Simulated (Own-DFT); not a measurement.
GaN (wurtzite, strained, atoms displaced) (calculated)

A calculation, not a measurement: plane-wave PBE density functional theory by an unreviewed code, no spin, of a simulated periodic cell, stress positive in tension, free energy of the whole cell less one offset for each atom, forces on such cells passed a denser k mesh, this cell's mesh not checked; offsets are fitted by least squares, one for each functional and potential file, so energies compare only between cells with the same atoms and settings and are not formation energies; the far tail of each file's local potential was reset to the Coulomb form; each entry is a single point on an unrelaxed cell, so the pressure reflects the starting lattice, mostly measured values (interpolated for alloys), from which strain is counted, and rises with the displacements; printed positions are rounded, which can move forces by about a meV/angstrom; the program, named Own-DFT, is a retired in-house code; no spin-orbit coupling. Program: Own-DFT development build.

Common to all runs: functional PBE; potential files PseudoDojo norm-conserving, scalar-relativistic, standard set with the stringent files for Ga; wave cutoff 96 hartree; occupations Gaussian; smearing width 0.01 eV; k mesh 3 x 4 x 3 centred on Gamma.

(1) GaN (wurtzite, strained, atoms displaced)

```
cell vectors (Å)
  12.7560     0.0000     0.0000
  -4.7835     8.2853     0.0000
   0.0000     0.0000    10.3959
atoms (fractions of the cell vectors)
Ga  0.08056  0.21703  0.99735
Ga  0.15988  0.09472  0.25519
N   0.09288  0.22346  0.19197
N   0.16429  0.10615  0.43865
Ga  0.08567  0.22425  0.50451
Ga  0.16255  0.10622  0.75600
N   0.08092  0.23035  0.69481
N   0.15697  0.09309  0.94329
Ga  0.07946  0.54769  0.99740
Ga  0.17406  0.44526  0.25644
N   0.07898  0.54727  0.19561
N   0.16716  0.44298  0.43686
Ga  0.08388  0.55825  0.49394
Ga  0.16753  0.44290  0.74997
N   0.07846  0.56086  0.69834
N   0.16423  0.44094  0.93847
Ga  0.08628  0.89104  0.99483
Ga  0.16290  0.78307  0.24832
N   0.08849  0.89113  0.18297
N   0.17116  0.77956  0.43528
Ga  0.08105  0.88146  0.50446
Ga  0.16597  0.77252  0.74629
N   0.08347  0.88929  0.68734
N   0.16330  0.77414  0.93748
Ga  0.33637  0.22453  0.99682
Ga  0.41093  0.10975  0.25399
N   0.33224  0.22714  0.18435
N   0.41685  0.11219  0.43844
Ga  0.33175  0.22244  0.49745
Ga  0.41756  0.11292  0.74446
N   0.33898  0.22540  0.68300
N   0.41657  0.12068  0.94156
Ga  0.33714  0.55749  0.00248
Ga  0.41348  0.43904  0.25653
N   0.32864  0.54796  0.18593
N   0.41507  0.44738  0.43567
Ga  0.33731  0.56601  0.50058
Ga  0.41399  0.43873  0.74766
N   0.33361  0.55484  0.69169
N   0.41230  0.44797  0.94949
Ga  0.34130  0.89189  0.99863
Ga  0.41880  0.78001  0.25506
N   0.32997  0.88989  0.19040
N   0.41721  0.77979  0.43369
Ga  0.33721  0.88918  0.49075
Ga  0.41642  0.77910  0.74751
N   0.33557  0.88023  0.68580
N   0.41479  0.78848  0.94638
Ga  0.58349  0.22755  0.99288
Ga  0.66639  0.11561  0.25029
N   0.58161  0.21923  0.18641
N   0.66254  0.10313  0.43841
Ga  0.58669  0.22004  0.49991
Ga  0.66264  0.10881  0.74766
N   0.57975  0.22139  0.68562
N   0.66930  0.10913  0.93179
Ga  0.58239  0.54653  0.00835
Ga  0.66298  0.43606  0.25147
N   0.58476  0.56066  0.18618
N   0.66369  0.44695  0.44000
Ga  0.58905  0.56460  0.49836
Ga  0.66458  0.44371  0.73593
N   0.57903  0.55186  0.68221
N   0.66424  0.44411  0.93268
Ga  0.59247  0.89375  0.99764
Ga  0.66378  0.78051  0.25362
N   0.58580  0.89938  0.19073
N   0.66654  0.78049  0.43667
Ga  0.57981  0.89117  0.50342
Ga  0.66602  0.76711  0.75313
N   0.59158  0.89274  0.69853
N   0.66798  0.77956  0.94631
Ga  0.83499  0.21766  0.00259
Ga  0.91429  0.10270  0.24473
N   0.82689  0.21310  0.18498
N   0.91753  0.10784  0.43426
Ga  0.82925  0.21509  0.48525
Ga  0.92253  0.11810  0.75708
N   0.84010  0.22702  0.68432
N   0.91362  0.09680  0.93491
Ga  0.83453  0.55376  0.00150
Ga  0.90941  0.44596  0.25044
N   0.83311  0.55174  0.19325
N   0.91329  0.43470  0.43401
Ga  0.83284  0.56250  0.51221
Ga  0.91541  0.44514  0.75038
N   0.83993  0.56215  0.68562
N   0.91415  0.44374  0.94228
Ga  0.83425  0.88559  0.99693
Ga  0.91765  0.78544  0.25246
N   0.83135  0.88391  0.19394
N   0.91928  0.78791  0.44014
Ga  0.82508  0.88477  0.50156
Ga  0.91400  0.78178  0.74859
N   0.83095  0.88585  0.68701
N   0.92163  0.78263  0.94564
```

It finds free energy of cell above offsets -5.570 eV; pressure 6.31 GPa; stress xx -6.04 GPa; stress yy -7.17 GPa; stress zz -5.74 GPa; stress yz -0.04 GPa; stress xz 0.19 GPa; stress xy 1.36 GPa.

Force:
| element | x (eV/Å) | y (eV/Å) | z (eV/Å) |
| --- | --- | --- | --- |
| Ga | 0.606 | 0.366 | 1.249 |
| Ga | 0.305 | 2.363 | -0.716 |
| N | -1.58 | -0.798 | -0.711 |
| N | 0.191 | 0.086 | 0.877 |
| Ga | -0.564 | -0.535 | -0.572 |
| Ga | 0.388 | 0.533 | -0.609 |
| N | 1.828 | -1.277 | -1.008 |
| N | 0.62 | 4.261 | -1.642 |
| Ga | 0.31 | 1.024 | 1.211 |
| Ga | -1.793 | -0.616 | -1.279 |
| N | 0.116 | 0.642 | -0.743 |
| N | 0.278 | 0.559 | 1.68 |
| Ga | -0.256 | -0.871 | 0.632 |
| Ga | -0.888 | 1.454 | 0.652 |
| N | 1.549 | -1.396 | -2.129 |
| N | 0.586 | -0.159 | -0.151 |
| Ga | 0.693 | -2.764 | 1.27 |
| Ga | 1.452 | -1.855 | -0.35 |
| N | -1.705 | -0.941 | 0.193 |
| N | -0.783 | -0.066 | 0.487 |
| Ga | 0.275 | 0.867 | -0.531 |
| Ga | -0.006 | 1.44 | 1.186 |
| N | -0.076 | -0.02 | 0.557 |
| N | 1.021 | 0.212 | -0.103 |
| Ga | -1.802 | -0.111 | 1.101 |
| Ga | 0.239 | 0.378 | -1.283 |
| N | 0.357 | -1.121 | 0.868 |
| N | 0.308 | 0.226 | 0.336 |
| Ga | -0.018 | 0.125 | -0.202 |
| Ga | -0.382 | -1.076 | 0.836 |
| N | -1.311 | -0.866 | 0.73 |
| N | 1.138 | -1.234 | -1.591 |
| Ga | -2.041 | 0.832 | 0.172 |
| Ga | -0.002 | 0.63 | -1.751 |
| N | 1.172 | 1.737 | 0.888 |
| N | 0.439 | 0.225 | 1.399 |
| Ga | -0.188 | -1.528 | 0.183 |
| Ga | -0.117 | 0.717 | 1.016 |
| N | 0.154 | 0.243 | -0.591 |
| N | 1.867 | -0.639 | -2.366 |
| Ga | -3.57 | 1.012 | 1.259 |
| Ga | -0.453 | -0.342 | -2.554 |
| N | 0.69 | -0.116 | 0.001 |
| N | 0.601 | -0.002 | 1.291 |
| Ga | -0.997 | 0.338 | 1.161 |
| Ga | 1.171 | -0.313 | 1.555 |
| N | -1.29 | 1.465 | -0.736 |
| N | 3.54 | -2.036 | -1.843 |
| Ga | 0.904 | -0.855 | 0.723 |
| Ga | -0.181 | -0.407 | -0.347 |
| N | -0.532 | 0.209 | -0.092 |
| N | -0.296 | 0.757 | -0.235 |
| Ga | -1.013 | 0.48 | -0.426 |
| Ga | 1.488 | 1.335 | 0.086 |
| N | 0.946 | -0.035 | -0.116 |
| N | -0.649 | 0.865 | 0.727 |
| Ga | -0.612 | 0.996 | -1.259 |
| Ga | -0.208 | 1.108 | -0.196 |
| N | 0.048 | -0.726 | 1.841 |
| N | 1.048 | -0.398 | 0.234 |
| Ga | -1.237 | -1.052 | -0.517 |
| Ga | 0.455 | 0.289 | 1.487 |
| N | 0.203 | 0.323 | 0.658 |
| N | 0.614 | 0.589 | -0.472 |
| Ga | -1.791 | -0.091 | 0.781 |
| Ga | 0.153 | -0.045 | -1.096 |
| N | 0.117 | -1.289 | -0.361 |
| N | -1.023 | -0.019 | 0.565 |
| Ga | 0.983 | -0.725 | 0.586 |
| Ga | -0.299 | 0.911 | 0.625 |
| N | -1.061 | -1.49 | -1.603 |
| N | 0.566 | -1.522 | -1.166 |
| Ga | -0.556 | 0.148 | -0.858 |
| Ga | 0.601 | 1.536 | 0.524 |
| N | 0.764 | 0.732 | 0.69 |
| N | -0.112 | -0.083 | 0.388 |
| Ga | 1.159 | 0.363 | 1.839 |
| Ga | -1.721 | -0.907 | -1.688 |
| N | -1.066 | -0.659 | -0.077 |
| N | -0.333 | 1.724 | 1.243 |
| Ga | -0.689 | 0.447 | 0.257 |
| Ga | 2.367 | -0.978 | -0.086 |
| N | -1.778 | 1.228 | -0.876 |
| N | -0.755 | 1.46 | 0.943 |
| Ga | 0.752 | -0.484 | -3.612 |
| Ga | 0.071 | -0.725 | 0.372 |
| N | -1.193 | -0.5 | 1.975 |
| N | 0.194 | -0.851 | -0.69 |
| Ga | -0.11 | -0.778 | 1.346 |
| Ga | 0.904 | -1.195 | -0.192 |
| N | -0.481 | 0.049 | -1.284 |
| N | -0.075 | -1.306 | 0.112 |
| Ga | 1.267 | 1.388 | -0.169 |
| Ga | 1.025 | -0.01 | 0.965 |
| N | -0.22 | 0.531 | 0.463 |
| N | -0.707 | -1.395 | -1.338 |

(2) GaN (wurtzite, strained, atoms displaced)

```
cell vectors (Å)
  12.7560     0.0000     0.0000
  -4.7835     8.2853     0.0000
   0.0000     0.0000    10.3959
atoms (fractions of the cell vectors)
Ga  0.08223  0.21318  0.00285
Ga  0.16815  0.10921  0.25601
N   0.08423  0.22084  0.18890
N   0.16880  0.11639  0.44569
Ga  0.08275  0.22274  0.49741
Ga  0.16324  0.10876  0.74261
N   0.07889  0.22646  0.69140
N   0.16620  0.12335  0.92973
Ga  0.08302  0.56107  0.99964
Ga  0.16613  0.43872  0.25069
N   0.08167  0.55845  0.19202
N   0.17021  0.44424  0.43898
Ga  0.08340  0.56198  0.50565
Ga  0.16531  0.44282  0.75391
N   0.08919  0.55929  0.68793
N   0.16758  0.44808  0.93302
Ga  0.08220  0.89029  0.99597
Ga  0.16652  0.76793  0.25579
N   0.08131  0.88732  0.18478
N   0.16285  0.77563  0.43964
Ga  0.08283  0.88169  0.50552
Ga  0.16107  0.77686  0.74757
N   0.07250  0.88300  0.68420
N   0.16206  0.76589  0.94063
Ga  0.33314  0.22475  0.00172
Ga  0.41485  0.11651  0.25227
N   0.33840  0.22615  0.19001
N   0.41494  0.10980  0.43447
Ga  0.32888  0.22738  0.49175
Ga  0.41849  0.11302  0.75369
N   0.33124  0.22102  0.68555
N   0.41206  0.10878  0.93964
Ga  0.33219  0.54848  0.00167
Ga  0.41903  0.44700  0.24434
N   0.33218  0.56110  0.18505
N   0.41872  0.44216  0.42731
Ga  0.33215  0.55436  0.49536
Ga  0.41480  0.44508  0.75164
N   0.33142  0.55224  0.68351
N   0.42059  0.45167  0.93978
Ga  0.33630  0.89321  0.99247
Ga  0.41337  0.77517  0.24766
N   0.33553  0.89504  0.19420
N   0.42957  0.78756  0.43379
Ga  0.33348  0.88564  0.49784
Ga  0.40658  0.76602  0.74526
N   0.33224  0.89213  0.68969
N   0.40952  0.77058  0.93909
Ga  0.59045  0.22764  0.99685
Ga  0.66651  0.11196  0.24734
N   0.58573  0.23055  0.19561
N   0.67394  0.10711  0.43819
Ga  0.58877  0.22366  0.50556
Ga  0.66617  0.10696  0.74434
N   0.58304  0.21723  0.68235
N   0.67297  0.11526  0.94709
Ga  0.58298  0.55417  0.99870
Ga  0.66984  0.45133  0.25891
N   0.57726  0.54675  0.18448
N   0.67012  0.44119  0.43644
Ga  0.57722  0.55081  0.50172
Ga  0.66495  0.44692  0.75452
N   0.58307  0.55652  0.68731
N   0.66513  0.44987  0.93332
Ga  0.58551  0.88585  0.99913
Ga  0.66590  0.77708  0.24929
N   0.57894  0.87323  0.19141
N   0.67033  0.77936  0.44324
Ga  0.57870  0.87807  0.49834
Ga  0.67083  0.78844  0.74730
N   0.58258  0.89387  0.68280
N   0.65078  0.75698  0.93873
Ga  0.83597  0.22924  0.99733
Ga  0.91660  0.11036  0.25756
N   0.83174  0.22043  0.19561
N   0.91661  0.11512  0.43628
Ga  0.82856  0.22659  0.50403
Ga  0.91421  0.10810  0.75021
N   0.83380  0.22659  0.68573
N   0.91762  0.11036  0.93562
Ga  0.83590  0.56808  0.00243
Ga  0.90504  0.42817  0.24810
N   0.83206  0.56177  0.18706
N   0.90938  0.44597  0.43782
Ga  0.83285  0.54939  0.49321
Ga  0.90977  0.45069  0.75394
N   0.83170  0.55563  0.68816
N   0.91573  0.45075  0.94020
Ga  0.83211  0.88898  0.00281
Ga  0.91878  0.78233  0.24329
N   0.82611  0.89123  0.19511
N   0.91781  0.77351  0.44250
Ga  0.83544  0.89767  0.50202
Ga  0.91889  0.77720  0.75305
N   0.84234  0.89617  0.68852
N   0.91274  0.77063  0.94222
```

It finds free energy of cell above offsets -5.742 eV; pressure 6.33 GPa; stress xx -5.73 GPa; stress yy -7.07 GPa; stress zz -6.19 GPa; stress yz -0.2 GPa; stress xz -0.04 GPa; stress xy -0.35 GPa.

Force:
| element | x (eV/Å) | y (eV/Å) | z (eV/Å) |
| --- | --- | --- | --- |
| Ga | -1.26 | 1.766 | -0.297 |
| Ga | 0.027 | -0.165 | -0.575 |
| N | -0.08 | -0.548 | 0.236 |
| N | -0.9 | -1.664 | -0.999 |
| Ga | -0.573 | 0.222 | 1.07 |
| Ga | -0.202 | 0.732 | 0.018 |
| N | 0.793 | -0.61 | -1.023 |
| N | 1.73 | -1.908 | 0.462 |
| Ga | 0.686 | -2.014 | 0.996 |
| Ga | -0.566 | 0.954 | -0.263 |
| N | 0.078 | -1.845 | -0.453 |
| N | -1.215 | 0.263 | -0.32 |
| Ga | 0.038 | -1.576 | -0.882 |
| Ga | -0.006 | 0.082 | -0.859 |
| N | -1.373 | -0.443 | 0.41 |
| N | -0.244 | -0.788 | 1.84 |
| Ga | 0.781 | 0.309 | 0.338 |
| Ga | -0.519 | 1.505 | -0.983 |
| N | 0.778 | 0.657 | 0.278 |
| N | 1.057 | 0.297 | 0.217 |
| Ga | -1.068 | 0.778 | -1.478 |
| Ga | 0.788 | 0.271 | 0.588 |
| N | 1.883 | 0.91 | 1.277 |
| N | -0.518 | 3.223 | -1.226 |
| Ga | -0.141 | 0.117 | -0.302 |
| Ga | 1.541 | -0.468 | -0.171 |
| N | -1.739 | -0.318 | -0.63 |
| N | 0.083 | 0.317 | 1.332 |
| Ga | 2.346 | -0.29 | 1.302 |
| Ga | -0.458 | 0.042 | -1.022 |
| N | 0.187 | 0.238 | 0.016 |
| N | 0.818 | 1.217 | -0.179 |
| Ga | -0.966 | 0.809 | -0.406 |
| Ga | -0.919 | 0.155 | -0.074 |
| N | 0.243 | -1.402 | 0.617 |
| N | -0.83 | 0.691 | 1.077 |
| Ga | 0.907 | 0.524 | -0.016 |
| Ga | 0.331 | -0.238 | -0.229 |
| N | 0.051 | -0.331 | -0.133 |
| N | -0.358 | -1.552 | -0.395 |
| Ga | -0.444 | -1.326 | 1.525 |
| Ga | 0.139 | 0.87 | -0.117 |
| N | -0.364 | -0.615 | -1.011 |
| N | -3.195 | -2.259 | -0.026 |
| Ga | 0.128 | 0.903 | 0.079 |
| Ga | 0.524 | 1.355 | 0.875 |
| N | -0.179 | -0.524 | -0.324 |
| N | 0.986 | 0.747 | -0.636 |
| Ga | -1.052 | -0.026 | 1.274 |
| Ga | -0.672 | -1.041 | 0.652 |
| N | 0.294 | -0.636 | -1.321 |
| N | -1.944 | -0.426 | -0.256 |
| Ga | -0.544 | -0.927 | -2.329 |
| Ga | -0.091 | 0.809 | 0.829 |
| N | -0.322 | 0.769 | 2.29 |
| N | -0.73 | -1.012 | -1.533 |
| Ga | -0.035 | -1.519 | 1.04 |
| Ga | -0.521 | -0.397 | -1.726 |
| N | 1.325 | 1.332 | 0.402 |
| N | -1.295 | 0.202 | 1.456 |
| Ga | 1.327 | 0.47 | -0.351 |
| Ga | 0.221 | -0.262 | -1.691 |
| N | -0.29 | 0.205 | 0.218 |
| N | 1.04 | -0.655 | 1.131 |
| Ga | -1.224 | -0.277 | 0.512 |
| Ga | -0.281 | -1.351 | 1.039 |
| N | -0.718 | 1.961 | -0.954 |
| N | -0.099 | -0.881 | -0.539 |
| Ga | 2.06 | 2.146 | 0.241 |
| Ga | -0.066 | -1.095 | 0.029 |
| N | 0.031 | -1.315 | 0.984 |
| N | 1.566 | 3.829 | -1.222 |
| Ga | 0.96 | -0.166 | 0.86 |
| Ga | -0.158 | 0.253 | -1.182 |
| N | 0.602 | -1.174 | -1.905 |
| N | 0.148 | 0.359 | 1.292 |
| Ga | 1.426 | 0.108 | -0.651 |
| Ga | -0.058 | 1.346 | -0.097 |
| N | 0.087 | -0.09 | 1.286 |
| N | -0.632 | -0.218 | 0.863 |
| Ga | -0.248 | -2.926 | 0.523 |
| Ga | 0.436 | 3.187 | 0.636 |
| N | 0.374 | -0.631 | 0.215 |
| N | 2.82 | -0.843 | -0.458 |
| Ga | -1.514 | 1.783 | 1.472 |
| Ga | 1.765 | -0.714 | -0.405 |
| N | -0.685 | 0.39 | -0.272 |
| N | -0.018 | -0.199 | 0.077 |
| Ga | -0.818 | -0.212 | -0.039 |
| Ga | -0.398 | -0.179 | 1.613 |
| N | 1.743 | 0.14 | -1.289 |
| N | -0.63 | 0.947 | -0.947 |
| Ga | 0.836 | -1.073 | -0.438 |
| Ga | -1.586 | -0.797 | -0.134 |
| N | -1.035 | -1.077 | 0.326 |
| N | -0.208 | 2.816 | -1.046 |

(3) GaN (wurtzite, strained, atoms displaced)

```
cell vectors (Å)
  12.7560     0.0000     0.0000
  -4.7835     8.2853     0.0000
   0.0000     0.0000    10.3959
atoms (fractions of the cell vectors)
Ga  0.08388  0.22492  0.00658
Ga  0.16088  0.11123  0.24866
N   0.07846  0.21609  0.18144
N   0.16770  0.10690  0.43745
Ga  0.08157  0.21841  0.49385
Ga  0.16920  0.11762  0.75235
N   0.08634  0.22638  0.69174
N   0.17717  0.12172  0.93585
Ga  0.08142  0.55024  0.00244
Ga  0.17584  0.45009  0.25496
N   0.07700  0.55195  0.19298
N   0.16568  0.44119  0.44148
Ga  0.07560  0.55434  0.50527
Ga  0.17258  0.45175  0.75013
N   0.08060  0.55798  0.69079
N   0.16225  0.43232  0.94292
Ga  0.08261  0.88379  0.00435
Ga  0.15979  0.76561  0.24682
N   0.07770  0.89373  0.18553
N   0.16758  0.77741  0.44007
Ga  0.08964  0.89440  0.50252
Ga  0.17578  0.78838  0.74433
N   0.07415  0.87693  0.69251
N   0.16755  0.78194  0.94430
Ga  0.33018  0.22224  0.00491
Ga  0.41219  0.10224  0.24467
N   0.33500  0.23176  0.18303
N   0.41282  0.11280  0.44468
Ga  0.33484  0.21793  0.49859
Ga  0.42018  0.10387  0.74788
N   0.33064  0.22150  0.68456
N   0.42323  0.12120  0.93612
Ga  0.32459  0.55248  0.99541
Ga  0.41812  0.43957  0.25395
N   0.33909  0.55731  0.18605
N   0.42299  0.44761  0.43821
Ga  0.33647  0.55894  0.50280
Ga  0.41241  0.44076  0.74855
N   0.33797  0.55324  0.68541
N   0.41416  0.44608  0.94695
Ga  0.32422  0.88274  0.99535
Ga  0.41491  0.78836  0.24680
N   0.33271  0.89467  0.17965
N   0.40650  0.75787  0.43938
Ga  0.33593  0.90313  0.49077
Ga  0.41733  0.77665  0.75321
N   0.34524  0.89592  0.68983
N   0.41942  0.77262  0.93447
Ga  0.58208  0.21836  0.00451
Ga  0.67401  0.11551  0.26231
N   0.58784  0.23440  0.19742
N   0.67085  0.12340  0.44374
Ga  0.57268  0.21378  0.50123
Ga  0.65998  0.10912  0.75617
N   0.58585  0.23472  0.69313
N   0.66404  0.11415  0.93136
Ga  0.58586  0.55994  0.99937
Ga  0.65950  0.44155  0.24919
N   0.58287  0.55442  0.18911
N   0.66605  0.44550  0.43718
Ga  0.59033  0.55665  0.49538
Ga  0.66921  0.44884  0.75258
N   0.58877  0.55958  0.69132
N   0.66549  0.44610  0.93682
Ga  0.57234  0.87955  0.99816
Ga  0.66017  0.77715  0.24768
N   0.57744  0.88294  0.18784
N   0.65974  0.76577  0.43895
Ga  0.58147  0.88612  0.51095
Ga  0.66143  0.76782  0.75173
N   0.58126  0.88738  0.69571
N   0.66759  0.78154  0.93639
Ga  0.83363  0.22582  0.00397
Ga  0.91032  0.10884  0.24949
N   0.83327  0.22434  0.19070
N   0.91744  0.11230  0.44055
Ga  0.83825  0.22069  0.50732
Ga  0.91191  0.11121  0.74640
N   0.83318  0.21858  0.68945
N   0.91650  0.11315  0.93933
Ga  0.83821  0.56527  0.00111
Ga  0.91193  0.44826  0.25375
N   0.82725  0.56186  0.19735
N   0.91360  0.44336  0.43924
Ga  0.82941  0.54991  0.49952
Ga  0.91423  0.44049  0.75893
N   0.83807  0.55030  0.68044
N   0.91913  0.44018  0.94641
Ga  0.82750  0.89275  0.00405
Ga  0.91945  0.78016  0.25693
N   0.82660  0.88867  0.18737
N   0.92109  0.78214  0.43540
Ga  0.82659  0.88335  0.49500
Ga  0.92025  0.78344  0.74653
N   0.83595  0.88464  0.68713
N   0.91559  0.77630  0.93937
```

The calculation gives: free energy of cell above offsets -4.868 eV; pressure 6.56 GPa; stress xx -6.06 GPa; stress yy -7.25 GPa; stress zz -6.38 GPa; stress yz -0.23 GPa; stress xz -0.55 GPa; stress xy -0.5 GPa.

Force:
| element | x (eV/Å) | y (eV/Å) | z (eV/Å) |
| --- | --- | --- | --- |
| Ga | 0.208 | -1.94 | -1.992 |
| Ga | 1.009 | 0.275 | -0.016 |
| N | -0.32 | 0.913 | 2.685 |
| N | -0.22 | 0.834 | -0.4 |
| Ga | 0.693 | 0.382 | 1.45 |
| Ga | -0.301 | -0.776 | -0.234 |
| N | -0.642 | -0.17 | -0.822 |
| N | -1.866 | -1.814 | 0.546 |
| Ga | 0.493 | 0.425 | 0.15 |
| Ga | -0.72 | -0.612 | -0.395 |
| N | 0.978 | -0.501 | -0.64 |
| N | -0.229 | 0.417 | -0.046 |
| Ga | 1.111 | -0.053 | -0.452 |
| Ga | -0.769 | -0.947 | -0.208 |
| N | 1.019 | 0.194 | 0.609 |
| N | -0.857 | 2.236 | -1.185 |
| Ga | -1.145 | 1.41 | -1.128 |
| Ga | -0.411 | 1.871 | 0.628 |
| N | 1.513 | -0.671 | 0.705 |
| N | -0.025 | 0.068 | -0.456 |
| Ga | -1.032 | -1.081 | 0.198 |
| Ga | -0.889 | -0.89 | 0.651 |
| N | 2.843 | 2.539 | -1.016 |
| N | -0.458 | -1.799 | -1.472 |
| Ga | 1.493 | 0.873 | -1.292 |
| Ga | -0.294 | 2.557 | 0.246 |
| N | 0.12 | -2.114 | 1.957 |
| N | 1.085 | -0.021 | -2.434 |
| Ga | -2.057 | 2.002 | 0.549 |
| Ga | -1.084 | 2.709 | 1.11 |
| N | 1.028 | -0.521 | 0.206 |
| N | -0.868 | -1.618 | 0.434 |
| Ga | 1.712 | -0.116 | 1.135 |
| Ga | -0.331 | 1.288 | -0.46 |
| N | -1.071 | 0.449 | 0.191 |
| N | -0.603 | -0.839 | 0.516 |
| Ga | -0.005 | -2.864 | -0.173 |
| Ga | 1.638 | -0.158 | 1.088 |
| N | -1.139 | 0.913 | 0.817 |
| N | 0.346 | 0.203 | -1.505 |
| Ga | 2.267 | 1.94 | -0.286 |
| Ga | 0.798 | -1.884 | 0.655 |
| N | -0.474 | -1.404 | 0.865 |
| N | -0.111 | 4.88 | -1.047 |
| Ga | 0.83 | -3.66 | 1.39 |
| Ga | 0.283 | -0.673 | -0.776 |
| N | -1.212 | -1.521 | -1.206 |
| N | -2.758 | -0.352 | 0.349 |
| Ga | 0.042 | 1.126 | 0.004 |
| Ga | -1.25 | -0.425 | -1.384 |
| N | 0.137 | -3.508 | -1.082 |
| N | 0.026 | -1.797 | 0.71 |
| Ga | 1.703 | 2.182 | 0.712 |
| Ga | 0.636 | 0.723 | -1.856 |
| N | 0.319 | -1.761 | -1.224 |
| N | 0.665 | -0.576 | 2.707 |
| Ga | -0.549 | -0.583 | 0.196 |
| Ga | 0.53 | 1.958 | 0.857 |
| N | -0.477 | 0.486 | -0.367 |
| N | 0.369 | -1.175 | 0.088 |
| Ga | -1.043 | -1.12 | 1.503 |
| Ga | 0.537 | 0.588 | -0.187 |
| N | -0.96 | -1.357 | -0.962 |
| N | 0.905 | 0.021 | 0.92 |
| Ga | 2.106 | 1.68 | 0.538 |
| Ga | 0.614 | -0.676 | 0.369 |
| N | -0.181 | 1.678 | -0.017 |
| N | -0.376 | 2.58 | -0.471 |
| Ga | -0.201 | -0.115 | -1.278 |
| Ga | 0.804 | 1.712 | 0.022 |
| N | 0.416 | 0.213 | -0.523 |
| N | -0.69 | -0.234 | 0.454 |
| Ga | -0.174 | -1.435 | -0.324 |
| Ga | 0.85 | 0.124 | 0.072 |
| N | -0.321 | 0.31 | 0.007 |
| N | -0.369 | -0.848 | -0.725 |
| Ga | -0.965 | 0.722 | -0.497 |
| Ga | 1.748 | -0.611 | 0.958 |
| N | -1.21 | 0.441 | 0.515 |
| N | -0.105 | -0.016 | -0.092 |
| Ga | -0.752 | -1.391 | 0.705 |
| Ga | -0.195 | -0.286 | -0.118 |
| N | 1.189 | -0.472 | -1.202 |
| N | 0.423 | -0.363 | 0.041 |
| Ga | 0.093 | 0.673 | -0.416 |
| Ga | 0.135 | 0.208 | -0.754 |
| N | -0.948 | 0.459 | 1.794 |
| N | -1.155 | 0.982 | -0.624 |
| Ga | 1.179 | 0.054 | -0.754 |
| Ga | -1.356 | 0.06 | -1.155 |
| N | 0.451 | -0.045 | 0.91 |
| N | -0.3 | -0.29 | 1.491 |
| Ga | 1.005 | 0.151 | 0.648 |
| Ga | -1.228 | -2.085 | 1.076 |
| N | -1.574 | 0.491 | -0.41 |
| N | -0.084 | 1.166 | -0.365 |
